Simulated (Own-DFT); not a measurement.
GaN (wurtzite, strained, atoms displaced) (calculated)

All values are calculated (Own-DFT development build). A calculation, not a measurement: plane-wave PBE density functional theory by an unreviewed code, no spin, of a simulated periodic cell, stress positive in tension, free energy of the whole cell less one offset for each atom, forces on such cells passed a denser k mesh, this cell's mesh not checked; offsets are fitted by least squares, one for each functional and potential file, so energies compare only between cells with the same atoms and settings and are not formation energies; the far tail of each file's local potential was reset to the Coulomb form; each entry is a single point on an unrelaxed cell, so the pressure reflects the starting lattice, mostly measured values (interpolated for alloys), from which strain is counted, and rises with the displacements; printed positions are rounded, which can move forces by about a meV/angstrom; the program, named Own-DFT, is a retired in-house code; no spin-orbit coupling.

Common to all runs: functional PBE; potential files PseudoDojo norm-conserving, scalar-relativistic, standard set with the stringent files for Ga; wave cutoff 96 hartree; occupations Gaussian; smearing width 0.01 eV; k mesh 3 x 4 x 3 centred on Gamma.

(1) GaN (wurtzite, strained, atoms displaced)

```
CELL_PARAMETERS angstrom
12.75600 0.00000 0.00000
-4.78350 8.28530 0.00000
0.00000 0.00000 10.34410
ATOMIC_POSITIONS crystal
Ga 0.08697 0.22045 0.00279
Ga 0.16974 0.11897 0.25620
N 0.08193 0.22949 0.19306
N 0.16634 0.10701 0.44352
Ga 0.07711 0.21994 0.50366
Ga 0.16948 0.10805 0.74690
N 0.08088 0.21760 0.69168
N 0.16333 0.10649 0.94616
Ga 0.09109 0.55203 0.99924
Ga 0.16695 0.45682 0.25383
N 0.08579 0.55737 0.18491
N 0.16410 0.44225 0.43922
Ga 0.08715 0.56161 0.50391
Ga 0.17464 0.45395 0.75806
N 0.07801 0.55794 0.69362
N 0.16870 0.45587 0.93387
Ga 0.08724 0.89403 0.00690
Ga 0.16026 0.77467 0.24953
N 0.07889 0.88035 0.18997
N 0.16646 0.77981 0.43877
Ga 0.09218 0.88585 0.50406
Ga 0.15885 0.77296 0.73940
N 0.08003 0.88181 0.69252
N 0.15948 0.77967 0.93813
Ga 0.33120 0.21970 0.99840
Ga 0.41994 0.10597 0.24696
N 0.32765 0.22136 0.18818
N 0.41380 0.10393 0.44134
Ga 0.33880 0.22884 0.50016
Ga 0.42244 0.11631 0.74968
N 0.33819 0.22411 0.68626
N 0.41734 0.10735 0.93685
Ga 0.33275 0.56662 0.00127
Ga 0.42289 0.44485 0.25620
N 0.33150 0.55524 0.19296
N 0.41996 0.44744 0.43618
Ga 0.33229 0.55323 0.49564
Ga 0.41701 0.44928 0.74673
N 0.33305 0.55075 0.68407
N 0.41132 0.44376 0.94430
Ga 0.33640 0.88663 0.00003
Ga 0.40863 0.76250 0.24715
N 0.32569 0.88363 0.17639
N 0.41694 0.77020 0.43767
Ga 0.32952 0.87999 0.50656
Ga 0.40903 0.77285 0.75429
N 0.33339 0.88458 0.68413
N 0.40668 0.77691 0.95130
Ga 0.57974 0.22294 0.00033
Ga 0.66540 0.11191 0.24399
N 0.58487 0.22017 0.18653
N 0.66465 0.10714 0.43988
Ga 0.58030 0.21556 0.50503
Ga 0.66852 0.12346 0.76286
N 0.57805 0.22710 0.69138
N 0.65869 0.09718 0.94297
Ga 0.58381 0.54786 0.00595
Ga 0.66344 0.44240 0.24952
N 0.58427 0.55289 0.18204
N 0.66340 0.44365 0.43931
Ga 0.59017 0.55461 0.50178
Ga 0.66660 0.44560 0.74802
N 0.58093 0.55781 0.68224
N 0.66406 0.43449 0.93812
Ga 0.58191 0.88070 0.00435
Ga 0.66288 0.77650 0.24612
N 0.57330 0.88084 0.18968
N 0.66159 0.77717 0.42637
Ga 0.57753 0.88481 0.50330
Ga 0.66569 0.78645 0.75499
N 0.58685 0.89736 0.67852
N 0.66613 0.78829 0.93698
Ga 0.83981 0.23152 0.99336
Ga 0.91110 0.11476 0.25356
N 0.83069 0.21358 0.18354
N 0.91767 0.11361 0.44685
Ga 0.83336 0.22751 0.50641
Ga 0.90635 0.09949 0.74630
N 0.83724 0.22279 0.68106
N 0.91993 0.10978 0.93761
Ga 0.82846 0.54224 0.99112
Ga 0.90747 0.44113 0.25428
N 0.82874 0.55702 0.18625
N 0.91127 0.43848 0.44519
Ga 0.83853 0.55513 0.49893
Ga 0.91756 0.44959 0.75642
N 0.83454 0.55784 0.68356
N 0.91742 0.44831 0.93303
Ga 0.82588 0.89055 0.99847
Ga 0.92008 0.78225 0.25592
N 0.82575 0.88233 0.18585
N 0.91380 0.76887 0.43842
Ga 0.82947 0.88743 0.49740
Ga 0.92171 0.77123 0.74789
N 0.83005 0.88324 0.68468
N 0.91248 0.77841 0.93196
```

* free energy of cell above offsets: -4.425 eV
* pressure: 7.68 GPa
* stress xx: -6.8 GPa
* stress yy: -6.28 GPa
* stress zz: -9.96 GPa
* stress yz: 0.4 GPa
* stress xz: 0.85 GPa
* stress xy: 0.92 GPa

Force:
```tsv
element	x (eV/Å)	y (eV/Å)	z (eV/Å)
Ga	-1.002	0.441	0.131
Ga	-0.88	-0.894	-0.2
N	0.25	-0.383	-0.137
N	-0.128	0.579	0.136
Ga	1.497	0.215	0.33
Ga	-0.772	0.389	0.576
N	0.188	0.655	0.383
N	0.668	0.92	-1.527
Ga	-3.03	2.173	0.407
Ga	0.609	-1.575	-0.12
N	-1.522	-0.452	0.578
N	-0.16	0.428	0.529
Ga	-0.393	-1.305	-0.097
Ga	-1.111	-1.638	-2.468
N	1.571	-0.918	-1.034
N	1.855	-1.973	1.247
Ga	-1.199	-1.613	-0.73
Ga	0.926	0.386	-0.422
N	-0.27	1.644	0.569
N	1.156	-1.105	-0.418
Ga	-2.803	0.923	-0.186
Ga	1.636	0.945	2.733
N	0.407	1.672	-1.41
N	1.687	-0.579	-0.687
Ga	0.105	0.011	0.388
Ga	-1.34	-0.419	0.459
N	1.76	0.318	0.156
N	0.111	0.096	-0.522
Ga	-0.281	-0.854	-0.465
Ga	-1.591	-1.401	0.377
N	-0.547	-0.159	0.647
N	-0.669	0.363	0.041
Ga	0.898	-2.38	1.088
Ga	-1.069	-0.392	-1.61
N	0.503	-1.78	-0.887
N	0.139	-0.165	0.987
Ga	0.129	-0.345	0.135
Ga	0.717	-0.681	0.944
N	-0.596	0.924	0.403
N	0.57	0.626	-0.982
Ga	-3.709	1.269	-0.729
Ga	-0.535	2.606	0.855
N	0.522	0.205	3.054
N	-1.44	0.449	-0.251
Ga	1.005	0.629	-2.073
Ga	1.339	0.542	-0.294
N	-0.803	0.368	1.793
N	3.378	-0.062	-2.986
Ga	0.659	-1.32	0.104
Ga	0.438	-1.132	1.145
N	-0.791	0.453	-0.029
N	0.006	0.55	-0.585
Ga	0.187	0.322	-0.969
Ga	0.396	-1.057	-2.211
N	2.235	0.163	-0.284
N	0.327	1.887	0.271
Ga	-0.887	0.579	-2.225
Ga	0.608	0.178	0.457
N	-0.429	0.017	1.637
N	1.429	-0.916	-0.302
Ga	-1.474	1.179	-0.861
Ga	-0.46	0.942	-0.205
N	0.518	0.386	1.793
N	-0.562	0.929	-0.744
Ga	-1.62	0.444	0.404
Ga	-0.002	0	-0.197
N	0.594	0.665	-0.21
N	0.602	-0.223	1.974
Ga	0.919	0.276	-2.019
Ga	0.249	-0.643	-1.675
N	-0.857	-0.203	3.439
N	0.351	-2.341	0.141
Ga	0.003	-1.717	0.552
Ga	1.6	-1.045	0.152
N	-1.104	1.566	-0.075
N	-1.049	-0.551	-1.349
Ga	-0.312	-1.685	-1.716
Ga	1.466	0.827	0.417
N	-1.34	0.547	3.325
N	-0.79	0.739	-0.216
Ga	-0.384	2.703	1.479
Ga	0.731	0.13	-0.698
N	0.686	-0.474	-0.122
N	1.437	1.059	-1.373
Ga	-1.709	-0.242	-0.023
Ga	-0.156	-1	-2.263
N	-0.155	-1.116	0.781
N	0.936	-0.571	1.484
Ga	2.069	-0.097	0.245
Ga	-1.265	-0.613	-1.169
N	0.8	1.012	0.505
N	0.36	1.494	0.64
Ga	0.003	-0.47	-0.174
Ga	-2.439	0.672	0.635
N	0.214	-0.492	0.266
N	0.18	-0.51	1.139
```

(2) GaN (wurtzite, strained, atoms displaced)

```
CELL_PARAMETERS angstrom
12.75600 0.00000 0.00000
-4.78350 8.28530 0.00000
0.00000 0.00000 10.34410
ATOMIC_POSITIONS crystal
Ga 0.08888 0.21903 0.00486
Ga 0.16906 0.11341 0.25143
N 0.08217 0.22406 0.18790
N 0.16881 0.10880 0.43438
Ga 0.07063 0.21516 0.50050
Ga 0.17157 0.10236 0.73917
N 0.08098 0.21422 0.69561
N 0.17366 0.11310 0.93341
Ga 0.07564 0.54807 0.98968
Ga 0.15890 0.44004 0.24978
N 0.08424 0.54977 0.18644
N 0.17334 0.44927 0.44845
Ga 0.08127 0.55269 0.49605
Ga 0.17288 0.45338 0.76033
N 0.08750 0.57527 0.68959
N 0.16557 0.44790 0.93631
Ga 0.08450 0.90168 0.00305
Ga 0.16058 0.77018 0.24153
N 0.08484 0.89235 0.18655
N 0.16522 0.77497 0.44136
Ga 0.07647 0.88295 0.50203
Ga 0.16453 0.76992 0.75139
N 0.08045 0.89148 0.68688
N 0.16548 0.77928 0.94861
Ga 0.32630 0.21586 0.99803
Ga 0.40928 0.10936 0.24506
N 0.32907 0.21478 0.19010
N 0.40800 0.11489 0.43840
Ga 0.32557 0.21174 0.49495
Ga 0.41424 0.10205 0.75744
N 0.33398 0.22093 0.69511
N 0.42276 0.11986 0.93459
Ga 0.33484 0.56615 0.99713
Ga 0.41429 0.43673 0.25512
N 0.33578 0.55497 0.18873
N 0.42197 0.45097 0.43674
Ga 0.33512 0.55619 0.50287
Ga 0.41828 0.44374 0.75838
N 0.33357 0.55344 0.69374
N 0.40980 0.44038 0.93834
Ga 0.33972 0.89617 0.99399
Ga 0.41365 0.77261 0.24702
N 0.32942 0.88490 0.19123
N 0.40707 0.76592 0.44092
Ga 0.33980 0.90512 0.49907
Ga 0.41279 0.77297 0.75234
N 0.33239 0.89757 0.69511
N 0.41573 0.78319 0.93206
Ga 0.57868 0.21596 0.99991
Ga 0.66800 0.10762 0.24994
N 0.58106 0.21810 0.18788
N 0.66132 0.11831 0.43402
Ga 0.58677 0.22360 0.51032
Ga 0.66394 0.11735 0.75285
N 0.57950 0.22393 0.68833
N 0.66888 0.10678 0.94068
Ga 0.57645 0.54208 0.99950
Ga 0.67832 0.45166 0.24976
N 0.57763 0.54702 0.18640
N 0.66924 0.45450 0.44043
Ga 0.59161 0.56452 0.50530
Ga 0.66909 0.44463 0.74738
N 0.57634 0.54675 0.68268
N 0.66740 0.43709 0.94649
Ga 0.57999 0.88885 0.00757
Ga 0.66439 0.77884 0.25388
N 0.58248 0.89211 0.18604
N 0.66839 0.76946 0.43377
Ga 0.57993 0.88897 0.49545
Ga 0.66550 0.77558 0.74602
N 0.58118 0.89672 0.68988
N 0.67090 0.77733 0.94210
Ga 0.83689 0.21370 0.99476
Ga 0.91619 0.11156 0.25929
N 0.83457 0.22673 0.19819
N 0.91338 0.10768 0.44264
Ga 0.83463 0.22320 0.49641
Ga 0.91532 0.11425 0.75515
N 0.83012 0.22649 0.68625
N 0.91527 0.10522 0.93961
Ga 0.83803 0.56370 0.00317
Ga 0.91738 0.43714 0.24386
N 0.82980 0.54595 0.18283
N 0.91479 0.44702 0.43220
Ga 0.83469 0.55816 0.49976
Ga 0.92168 0.44514 0.75804
N 0.83482 0.56031 0.69680
N 0.92069 0.45019 0.93419
Ga 0.83240 0.88921 0.00753
Ga 0.92821 0.79140 0.25104
N 0.84031 0.90103 0.18869
N 0.92018 0.78476 0.43289
Ga 0.82528 0.88822 0.49862
Ga 0.92260 0.78445 0.75387
N 0.83293 0.87811 0.68931
N 0.91336 0.77652 0.94037
```

* free energy of cell above offsets: -4.069 eV
* pressure: 7.71 GPa
* stress xx: -6.65 GPa
* stress yy: -7.39 GPa
* stress zz: -9.1 GPa
* stress yz: -0.57 GPa
* stress xz: 0.19 GPa
* stress xy: -1.13 GPa

Force:
```tsv
element	x (eV/Å)	y (eV/Å)	z (eV/Å)
Ga	-0.821	0.475	-1.41
Ga	-0.688	-0.264	0.018
N	0.309	-0.703	0.704
N	-2.326	-0.45	0.724
Ga	2.95	1.405	1.321
Ga	-1.379	1.467	1.098
N	-0.299	1.057	-0.73
N	-1.979	-0.587	-0.166
Ga	1.7	1.774	1.866
Ga	2.091	0.808	0.903
N	-1.228	0.225	-0.782
N	-1.697	-1.793	-1.352
Ga	0.236	0.735	0.602
Ga	-0.629	-1.285	-2.744
N	0.542	-4.828	-1.029
N	0.528	-0.675	1.825
Ga	0.401	-1.64	-0.882
Ga	0.643	0.47	1.241
N	0.431	0.337	0.096
N	-0.136	0.542	-0.793
Ga	1.435	0.498	-0.509
Ga	-0.492	4.011	1.388
N	1.093	-1.184	0.08
N	0.055	0.236	-1.063
Ga	1.766	1.307	0.711
Ga	2.021	-0.309	0.928
N	-0.518	1.021	-1.185
N	2.848	0.149	-0.778
Ga	-0.035	2.838	1.88
Ga	-0.548	2.189	-1.49
N	0.661	0.253	-1.174
N	-1.133	-0.937	1.477
Ga	0.141	-1.04	0.909
Ga	0.07	0.717	-0.695
N	-0.745	-0.642	-0.491
N	-0.208	-0.771	1.145
Ga	0.753	-0.984	0.543
Ga	-0.486	-0.673	-1.605
N	0.195	0.257	-0.259
N	0.214	0.315	0.996
Ga	-1.483	-0.443	1.216
Ga	-0.432	0.25	0.855
N	0.395	0.198	-0.957
N	0.619	2.535	-0.556
Ga	-0.606	-2.357	0.394
Ga	0.121	0.909	-1.618
N	0.621	-2.149	-1.109
N	0.794	-0.101	1.441
Ga	1.632	0.967	0.943
Ga	-1.421	1.068	-0.463
N	-0.07	0.09	0.441
N	1.707	-1.237	0.702
Ga	-1.805	0.922	-2.14
Ga	0.588	-0.472	-0.05
N	0.353	-0.203	1.158
N	-0.476	0.44	-0.069
Ga	0.505	1.065	0.2
Ga	-2.65	-1.597	0.325
N	0.722	0.915	0.604
N	0.918	-1.159	-0.092
Ga	-1.246	-2.07	-1.236
Ga	-0.499	0.344	1.196
N	0.656	1.017	1.923
N	-0.245	0.627	-1.498
Ga	1.214	-0.483	-2.155
Ga	0.556	-0.986	-2.05
N	0.289	-0.756	1.594
N	-1.642	1.924	0.618
Ga	-0.289	-0.131	0.573
Ga	-0.213	0.13	1.04
N	0.665	-0.831	-0.68
N	-1.456	-0.684	-0.425
Ga	-1.458	1.183	1.307
Ga	-0.01	0.483	-1.417
N	0.653	-2.222	-1.782
N	-0.896	-0.172	-0.352
Ga	-1.381	0.586	0.459
Ga	0.289	-0.86	-1.061
N	0.742	-0.174	0.289
N	1.198	0.562	0.228
Ga	-0.565	-1.227	-0.979
Ga	-0.662	2.085	0.605
N	1.926	2.139	0.901
N	0.58	-0.473	0.635
Ga	-0.01	0.368	0.554
Ga	-0.912	0.516	-2.576
N	0.757	-0.315	-1.098
N	-1.428	-1.786	1.579
Ga	0.021	-0.58	-1.036
Ga	-1.48	-1.581	-0.503
N	-0.444	-1.303	1.161
N	-1.179	-0.65	0.802
Ga	1.966	-0.423	0.988
Ga	-0.623	-0.92	0.155
N	-1.321	1.43	-0.619
N	0.681	1.272	0.316
```

(3) GaN (wurtzite, strained, atoms displaced)

```
CELL_PARAMETERS angstrom
12.75600 0.00000 0.00000
-4.78350 8.28530 0.00000
0.00000 0.00000 10.34410
ATOMIC_POSITIONS crystal
Ga 0.08490 0.22439 0.00134
Ga 0.16524 0.11636 0.24629
N 0.08497 0.22698 0.18571
N 0.16093 0.09763 0.43462
Ga 0.07844 0.22194 0.49739
Ga 0.17255 0.10195 0.74886
N 0.08337 0.22653 0.69127
N 0.17409 0.11470 0.93418
Ga 0.08241 0.55124 0.00072
Ga 0.15756 0.43753 0.25284
N 0.07550 0.54324 0.19258
N 0.15942 0.43191 0.42841
Ga 0.08183 0.55613 0.49515
Ga 0.16378 0.44525 0.74962
N 0.07696 0.54889 0.68528
N 0.16674 0.44416 0.94062
Ga 0.08582 0.89643 0.99605
Ga 0.16726 0.77962 0.25430
N 0.08176 0.88882 0.19637
N 0.17125 0.78278 0.43357
Ga 0.08218 0.89398 0.50006
Ga 0.16393 0.78803 0.74831
N 0.08262 0.89026 0.69724
N 0.16858 0.77391 0.93974
Ga 0.33828 0.22535 0.00657
Ga 0.41601 0.10941 0.25113
N 0.33006 0.22276 0.18932
N 0.41344 0.10542 0.43565
Ga 0.33901 0.22912 0.49924
Ga 0.42014 0.11452 0.74643
N 0.34351 0.22352 0.69235
N 0.41857 0.11475 0.93848
Ga 0.33789 0.55206 0.99782
Ga 0.42347 0.45350 0.23433
N 0.32359 0.54413 0.19224
N 0.41881 0.43849 0.44039
Ga 0.33233 0.55009 0.49649
Ga 0.41253 0.43863 0.75302
N 0.33317 0.56012 0.68584
N 0.42129 0.44864 0.94799
Ga 0.32935 0.88188 0.00616
Ga 0.41605 0.77689 0.24563
N 0.32918 0.89602 0.18534
N 0.41487 0.77884 0.43822
Ga 0.33957 0.89151 0.50094
Ga 0.42460 0.78678 0.75553
N 0.34045 0.89450 0.69505
N 0.41881 0.78451 0.93733
Ga 0.57729 0.21650 0.00078
Ga 0.67584 0.11512 0.24987
N 0.58199 0.22513 0.19111
N 0.66687 0.11867 0.43650
Ga 0.58039 0.22029 0.49297
Ga 0.66745 0.10242 0.74106
N 0.58592 0.22245 0.67879
N 0.66058 0.10762 0.93365
Ga 0.58275 0.55117 0.99345
Ga 0.67385 0.45019 0.24783
N 0.58804 0.55415 0.18711
N 0.66783 0.44312 0.43406
Ga 0.58444 0.55153 0.49651
Ga 0.66458 0.44163 0.75640
N 0.58698 0.55373 0.68782
N 0.67137 0.44721 0.93806
Ga 0.58205 0.88458 0.00531
Ga 0.66200 0.76670 0.24764
N 0.58386 0.88383 0.18728
N 0.67267 0.78884 0.43685
Ga 0.58879 0.89520 0.51021
Ga 0.66747 0.78237 0.73937
N 0.58082 0.88758 0.68910
N 0.66552 0.77301 0.92796
Ga 0.82282 0.21717 0.00037
Ga 0.90929 0.11598 0.25888
N 0.83800 0.23358 0.17976
N 0.91879 0.10721 0.44058
Ga 0.82813 0.21374 0.50064
Ga 0.91097 0.09646 0.75100
N 0.83650 0.21959 0.68869
N 0.92213 0.11595 0.93683
Ga 0.83166 0.55650 0.99993
Ga 0.91886 0.44550 0.24240
N 0.83957 0.56107 0.18705
N 0.91932 0.45715 0.44240
Ga 0.83575 0.54879 0.51047
Ga 0.91448 0.44379 0.74977
N 0.83808 0.55761 0.69281
N 0.92215 0.45139 0.93478
Ga 0.83815 0.89049 0.00230
Ga 0.92190 0.78012 0.24606
N 0.82562 0.88510 0.19748
N 0.92019 0.78263 0.44741
Ga 0.83504 0.89028 0.50123
Ga 0.92007 0.78327 0.74330
N 0.83714 0.88772 0.68780
N 0.91184 0.77034 0.93691
```

* free energy of cell above offsets: -5.118 eV
* pressure: 7.33 GPa
* stress xx: -7.4 GPa
* stress yy: -6.65 GPa
* stress zz: -7.94 GPa
* stress yz: -0.19 GPa
* stress xz: -0.23 GPa
* stress xy: -0.39 GPa

Force:
```tsv
element	x (eV/Å)	y (eV/Å)	z (eV/Å)
Ga	0.26	-0.054	-0.727
Ga	0.167	-0.581	0.695
N	-1.012	-1.475	0.401
N	0.199	3.151	0.469
Ga	1.781	-0.324	1.302
Ga	-1.257	2.754	0.01
N	0.791	-1.392	-0.617
N	-0.525	0.202	0.82
Ga	0.086	0.378	0.132
Ga	0.76	0.46	-1.43
N	1.313	2.368	-1.007
N	0.326	1.456	2.415
Ga	0.825	0.402	0.542
Ga	0.146	0.266	0.129
N	0.542	1.518	-0.054
N	0.771	0.32	-0.333
Ga	0.228	-1.265	0.754
Ga	-0.38	-0.57	-1.056
N	0.853	0.755	-1.869
N	-0.129	-0.357	1.995
Ga	1.113	-1.407	0.221
Ga	2.721	-2.274	0.624
N	-0.068	0.169	-1.959
N	-1	0.39	-0.166
Ga	-0.216	-0.741	-0.848
Ga	-0.45	0.752	-0.225
N	0.848	0.335	0.377
N	0.083	0.807	0.389
Ga	-0.689	-1.98	0.008
Ga	1.42	-0.376	1.026
N	-1.97	-0.001	-1.055
N	-0.521	-0.681	-0.144
Ga	-2.163	0.926	0.507
Ga	-0.738	-1.434	1.922
N	0.728	1.667	-0.808
N	-0.581	1.56	-1.353
Ga	-0.299	0.251	-0.1
Ga	0.202	1.391	-0.366
N	0.518	-0.311	0.638
N	-0.274	-1.147	-1.485
Ga	0.041	0.99	-1.654
Ga	-0.576	-0.158	0.646
N	1.192	-1.137	0.935
N	1.416	-0.382	-0.3
Ga	-1.097	-0.582	0.589
Ga	-1.637	-1.531	-0.495
N	-1.051	-0.589	-0.984
N	0.356	-1.057	1.182
Ga	0.8	0.675	0.169
Ga	-1.654	-0.46	-0.377
N	0.996	-0.374	-0.306
N	0.858	-1.203	-0.073
Ga	-0.402	0.786	0.187
Ga	-0.711	2.15	1.189
N	0.325	-0.054	1.031
N	0.415	-0.205	0.191
Ga	1.285	1.407	0.386
Ga	0.179	-0.59	0.282
N	-0.31	-0.193	-0.861
N	0.328	0.392	0.452
Ga	0.168	0.707	0.432
Ga	0.835	0.084	-1.476
N	-0.966	0.179	-0.048
N	-0.803	-1.205	0.646
Ga	0.549	0.169	-1.552
Ga	-0.059	1.158	0.828
N	-0.35	0.622	0.693
N	-0.714	-1.176	0.593
Ga	-0.81	-0.806	-2.857
Ga	0.877	-1.415	1.137
N	0.958	-0.019	-0.122
N	-0.034	0.753	1.097
Ga	1.39	0.805	-2.047
Ga	1.633	-0.808	-1.727
N	-0.278	-1.532	1.491
N	-1.809	0.498	-0.117
Ga	0.754	1.741	0.26
Ga	0.762	2.484	0.306
N	-0.575	-0.567	-0.176
N	-1.072	-0.849	0.631
Ga	1.262	-0.171	-0.186
Ga	-1.541	0.569	1.924
N	-0.558	-0.384	-0.108
N	0.793	-2.641	-1.615
Ga	-1.782	1.309	-1.001
Ga	0.759	-0.365	0.201
N	-1.24	-0.092	0.25
N	-1.075	-1.268	0.809
Ga	-0.975	-0.082	-0.039
Ga	-1.496	-0.058	1.597
N	1.272	0.956	-1.126
N	-0.548	-1.315	-0.884
Ga	0.439	-0.716	-0.541
Ga	-0.447	-1.574	1.453
N	-1.123	-0.428	-0.531
N	0.642	1.648	-0.157
```
